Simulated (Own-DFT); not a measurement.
Si3N4 (beta silicon nitride, atoms displaced) (calculated)

All values are calculated (Own-DFT development build). A calculation, not a measurement: plane-wave PBE density functional theory by an unreviewed code, no spin, of a simulated periodic cell, stress positive in tension, free energy of the whole cell less one offset for each atom, some atoms lie very close together; forces on such cells passed a denser k mesh, this cell's mesh not checked; offsets are fitted by least squares, one for each functional and potential file, so energies compare only between cells with the same atoms and settings and are not formation energies; the far tail of each file's local potential was reset to the Coulomb form; each entry is a single point on an unrelaxed cell, so the pressure reflects the starting lattice, mostly measured values (interpolated for alloys), from which strain is counted, and rises with the displacements; printed positions are rounded, which can move forces by about a meV/angstrom; the program, named Own-DFT, is a retired in-house code; no spin-orbit coupling; before rounding, a Quantum ESPRESSO 7.3.1 run of the same cell and cutoff gave forces within 1 meV/angstrom rms on each cell, which checks the program and not the settings.

Common to all runs: functional PBE; potential files PseudoDojo norm-conserving, scalar-relativistic, standard set; wave cutoff 42 hartree; occupations Fermi-Dirac; smearing width 0.1 eV; k mesh 3 x 3 x 3 centred on Gamma.

```json
{"entry": 1, "formula": "Si3N4", "kind": "beta silicon nitride, atoms displaced", "structure": {"cell_angstrom": [[7.606, 0.0, 0.0], [-3.803, 6.587, 0.0], [0.0, 0.0, 8.727]], "atoms_fractional": [["Si", 0.17483, 0.77122, 0.0623], ["Si", 0.20336, 0.36432, 0.06894], ["Si", 0.60306, 0.82148, 0.06801], ["Si", 0.82384, 0.2557, 0.26104], ["Si", 0.78024, 0.5705, 0.24464], ["Si", 0.44955, 0.19754, 0.2223], ["N", 0.31761, 0.0651, 0.08393], ["N", 0.95592, 0.25315, 0.08342], ["N", 0.67816, 0.6855, 0.10449], ["N", 0.66406, 0.97223, 0.26266], ["N", 0.07589, 0.71996, 0.23818], ["N", 0.2915, 0.27717, 0.25334], ["N", 0.29929, 0.63399, 0.09162], ["N", 0.70649, 0.3836, 0.24359], ["Si", 0.16279, 0.77381, 0.41882], ["Si", 0.22473, 0.41661, 0.40903], ["Si", 0.60199, 0.86144, 0.44477], ["Si", 0.81567, 0.20234, 0.60348], ["Si", 0.76903, 0.60727, 0.55737], ["Si", 0.34686, 0.14966, 0.56703], ["N", 0.31851, 0.06268, 0.41175], ["N", 0.9619, 0.26964, 0.40678], ["N", 0.71631, 0.65218, 0.4049], ["N", 0.64472, 0.9445, 0.59527], ["N", 0.03742, 0.69324, 0.57263], ["N", 0.28429, 0.27201, 0.59699], ["N", 0.30689, 0.65701, 0.43149], ["N", 0.66118, 0.35534, 0.57204], ["Si", 0.14361, 0.76707, 0.70964], ["Si", 0.22945, 0.40129, 0.74005], ["Si", 0.60018, 0.79323, 0.75075], ["Si", 0.84942, 0.25033, 0.92621], ["Si", 0.76944, 0.56894, 0.91304], ["Si", 0.37621, 0.15685, 0.8952], ["N", 0.30309, 0.98455, 0.76484], ["N", 0.95299, 0.26971, 0.74618], ["N", 0.66984, 0.65177, 0.76411], ["N", 0.6691, 0.98722, 0.94824], ["N", 0.03518, 0.68687, 0.92267], ["N", 0.3107, 0.33668, 0.89362], ["N", 0.36484, 0.68658, 0.73177], ["N", 0.69836, 0.37642, 0.92281]]}, "results": {"free_energy_of_cell_above_offsets [eV]": "46.585", "pressure [GPa]": 41.29, "stress_xx [GPa]": -28.64, "stress_yy [GPa]": -56.48, "stress_zz [GPa]": -38.76, "stress_yz [GPa]": -9.37, "stress_xz [GPa]": -10.68, "stress_xy [GPa]": 15.84, "force_element": ["Si", "Si", "Si", "Si", "Si", "Si", "N", "N", "N", "N", "N", "N", "N", "N", "Si", "Si", "Si", "Si", "Si", "Si", "N", "N", "N", "N", "N", "N", "N", "N", "Si", "Si", "Si", "Si", "Si", "Si", "N", "N", "N", "N", "N", "N", "N", "N"], "force_x [eV/angstrom]": [5.429, 4.203, -10.51, 3.964, -7.241, -0.286, 1.486, -0.024, 14.16, -1.945, -5.878, -7.06, 2.761, 4.019, 3.889, 2.818, -0.888, -5.864, 2.781, 29.51, 3.676, 0.979, -6.245, 1.96, -10.59, -31.83, 3.05, 3.003, 10.61, 0.233, -9.83, -5.385, -6.856, 2.201, 0.042, 4.658, 14.43, -0.608, -4.825, -1.295, -8.013, 5.299], "force_y [eV/angstrom]": [2.534, 4.121, 1.641, -6.271, 48.64, -0.629, -5.623, 1.685, -10.24, 1.902, -2.686, 6.761, 1.09, -44.3, 3.917, -4.207, -9.401, 2.177, -4.774, -16.38, -9.006, 1.295, 5.445, 8.41, -6.486, 26.38, 2.939, -5.286, 0.89, 2.3, 11.52, -3.012, 34.75, 2.06, 5.852, 3.216, -7.836, 3.698, -1.899, -0.802, -7.196, -37.19], "force_z [eV/angstrom]": [5.997, 3.076, 6.064, -2.609, -1.451, 5.907, -6.948, 3.953, 0.775, 0.459, 1.867, -0.576, -1.954, -1.64, -6.837, -1.84, -18.32, -7.824, 9.828, 1.41, -8.281, 5.023, -5.399, 11.81, -10.18, 7.492, 0.265, 1.368, 19.37, -1.776, 2.744, -2.536, -0.88, 3.623, -3.147, 5.021, -1.007, -8.867, -8.287, 2.723, -0.051, 1.636]}}
{"entry": 2, "formula": "Si3N4", "kind": "beta silicon nitride, atoms displaced", "structure": {"cell_angstrom": [[7.606, 0.0, 0.0], [-3.803, 6.587, 0.0], [0.0, 0.0, 8.727]], "atoms_fractional": [["Si", 0.17329, 0.76353, 0.09755], ["Si", 0.24114, 0.39835, 0.09198], ["Si", 0.57257, 0.81664, 0.08949], ["Si", 0.83029, 0.23439, 0.23715], ["Si", 0.77038, 0.60812, 0.25116], ["Si", 0.40065, 0.17129, 0.25929], ["N", 0.37757, 0.06193, 0.10094], ["N", 0.00786, 0.31385, 0.06843], ["N", 0.67014, 0.65054, 0.08615], ["N", 0.67441, 0.93747, 0.24035], ["N", 0.0465, 0.76106, 0.25592], ["N", 0.30293, 0.35075, 0.27008], ["N", 0.34414, 0.68725, 0.08688], ["N", 0.65783, 0.35746, 0.23975], ["Si", 0.14421, 0.77328, 0.43092], ["Si", 0.22028, 0.41876, 0.42531], ["Si", 0.62226, 0.83445, 0.44553], ["Si", 0.81242, 0.17648, 0.55748], ["Si", 0.76559, 0.60796, 0.62925], ["Si", 0.39252, 0.1778, 0.57407], ["N", 0.37656, 0.05572, 0.40339], ["N", 0.95561, 0.30805, 0.42695], ["N", 0.70602, 0.68297, 0.42498], ["N", 0.66321, 0.94337, 0.55956], ["N", 0.00433, 0.67377, 0.58003], ["N", 0.29186, 0.34204, 0.54944], ["N", 0.35229, 0.6797, 0.41648], ["N", 0.67996, 0.36615, 0.58897], ["Si", 0.14932, 0.77765, 0.7427], ["Si", 0.26161, 0.41586, 0.72542], ["Si", 0.58988, 0.80818, 0.73415], ["Si", 0.82176, 0.20771, 0.90968], ["Si", 0.72567, 0.55912, 0.89995], ["Si", 0.40659, 0.19349, 0.91918], ["N", 0.33261, 0.00503, 0.75297], ["N", 0.96277, 0.2698, 0.72386], ["N", 0.69145, 0.678, 0.7263], ["N", 0.66454, 0.9656, 0.92764], ["N", 0.03193, 0.68957, 0.91601], ["N", 0.28996, 0.33405, 0.93359], ["N", 0.26851, 0.63445, 0.74854], ["N", 0.68318, 0.3825, 0.92531]]}, "results": {"free_energy_of_cell_above_offsets [eV]": "40.490", "pressure [GPa]": 33.55, "stress_xx [GPa]": -20.57, "stress_yy [GPa]": -43.26, "stress_zz [GPa]": -36.83, "stress_yz [GPa]": -7.42, "stress_xz [GPa]": 7.5, "stress_xy [GPa]": 11.37, "force_element": ["Si", "Si", "Si", "Si", "Si", "Si", "N", "N", "N", "N", "N", "N", "N", "N", "Si", "Si", "Si", "Si", "Si", "Si", "N", "N", "N", "N", "N", "N", "N", "N", "Si", "Si", "Si", "Si", "Si", "Si", "N", "N", "N", "N", "N", "N", "N", "N"], "force_x [eV/angstrom]": [0.192, 1.194, 6.536, -1.393, -1.634, -1.847, -1.686, -9.338, 0.082, 0.864, -2.091, 1.025, -6.404, 4.814, 6.718, -5.891, -0.82, -2.385, 22.59, 4.07, -0.918, 2.133, 4.2, -4.837, 0.281, 8.805, -4.175, -1.922, 1.34, -6.226, -9.712, 2.099, -9.472, 2.575, -0.321, 0.119, -18.16, -0.145, -3.174, 4.257, 6.145, 12.51], "force_y [eV/angstrom]": [2.699, 6.041, 1.313, -1.183, 1.522, 9.432, -4.322, -3.851, 0.801, 8.172, -2.724, -2.639, -7.29, -2.697, 1.753, 5.777, -27.98, 8.349, -14.85, 2.027, -6.965, 1.608, -2.325, 23.44, 2.803, -6.079, 0.168, -6.526, -5.253, -2.136, 4.889, 5.023, 44.47, -2.508, 8.588, -1.589, 9.38, -2.187, 0.845, -1.472, 2.753, -47.29], "force_z [eV/angstrom]": [-3.616, 4.777, -2.158, 0.081, 0.792, -4.981, -6.944, 1.021, -3.138, 6.353, -0.098, -2.818, -0.184, 0.752, -3.472, -10.04, -43.65, 7.782, -32.48, 0.23, 10.84, -7.277, 1.022, 38.6, 3.05, 12.12, 1.268, 0.707, 2.727, 3.738, 4.382, -1.62, -0.373, 2.429, -1.126, 2.223, 26.47, -3.733, 0.663, -8.875, -0.561, 5.116]}}
```
